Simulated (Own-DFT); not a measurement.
# Misfit strain and the stress it brings: wurtzite AlGaN with randomly placed atoms, 72 atoms (Al27Ga9N36)

Everything here is calculated. The program is Own-DFT (plane waves, in-house, since retired, never reviewed by a person); positions were held fixed, and spin and spin-orbit coupling were off.

Settings: PBE; PseudoDojo norm-conserving scalar-relativistic files; cutoff 42 hartree; 4 x 4 x 3 k mesh centred on Gamma; Fermi-Dirac smearing of 0.1 eV.

Caveats: forces on such cells passed a denser k mesh, each cell not checked; stress not checked against mesh or cutoff.

Unstrained cell vectors in Å: (9.394, 0.000, 0.000); (-4.697, 8.135, 0.000); (0.000, 0.000, 10.066). The unstrained cell has measured lattice constants (interpolated for alloys), not those of this functional. That, the random moves and any unrelaxed bonds set the pressure at no strain. Each run strains x and y alike by e, as a substrate would, and holds the height along z. Each atom got a random Gaussian move of width 0.05 Å along each axis. The random placing of the alloy's atoms differs from row to row. Stress is positive in tension.

| e (%) | u (Å) | (s_xx + s_yy)/2 (GPa) | s_zz (GPa) |
|---|---|---|---|
| -3.00 | 0.049 | -26.51 | -12.47 |
| -2.75 | 0.049 | -25.54 | -10.61 |
| -1.75 | 0.046 | -18.03 | -8.34 |
| -1.50 | 0.047 | ? | ? |
| -1.00 | 0.048 | -12.11 | -9.51 |
| -0.25 | 0.051 | -7.69 | -7.54 |
| 0.25 | 0.049 | -4.12 | -7.73 |
| 0.50 | 0.046 | -2.45 | -7.87 |
| 1.00 | 0.049 | -0.29 | -6.55 |
| 1.75 | 0.047 | 2.35 | -2.60 |

## Worked fit

With e as a fraction, the in-plane stress is -5.9 + 578 e - 4422 e² GPa (errors 19 and 947, scatter 0.60), and s_zz is -7.3 + 150 e GPa (slope ± 27, scatter 1.28). At e = 0 the first slope is C11 + C12 and the second 2 C13, both with the ions held to the strained lattice and at the cell's own pressure. The term in e² is negative: the layer stiffens under compression and softens under tension. A free layer would change its height as e changes, and the in-plane slope would drop by 2 C13²/C33 to the biaxial modulus. At fixed height, a misfit of 1 % moves the in-plane stress by about 5.8 GPa and s_zz by 1.5 GPa.

## Check

Question: what are the two stresses at e = -1.50 %?

Estimate: -15.6 and -9.5 GPa. Computed: -16.08 and -8.58 GPa.
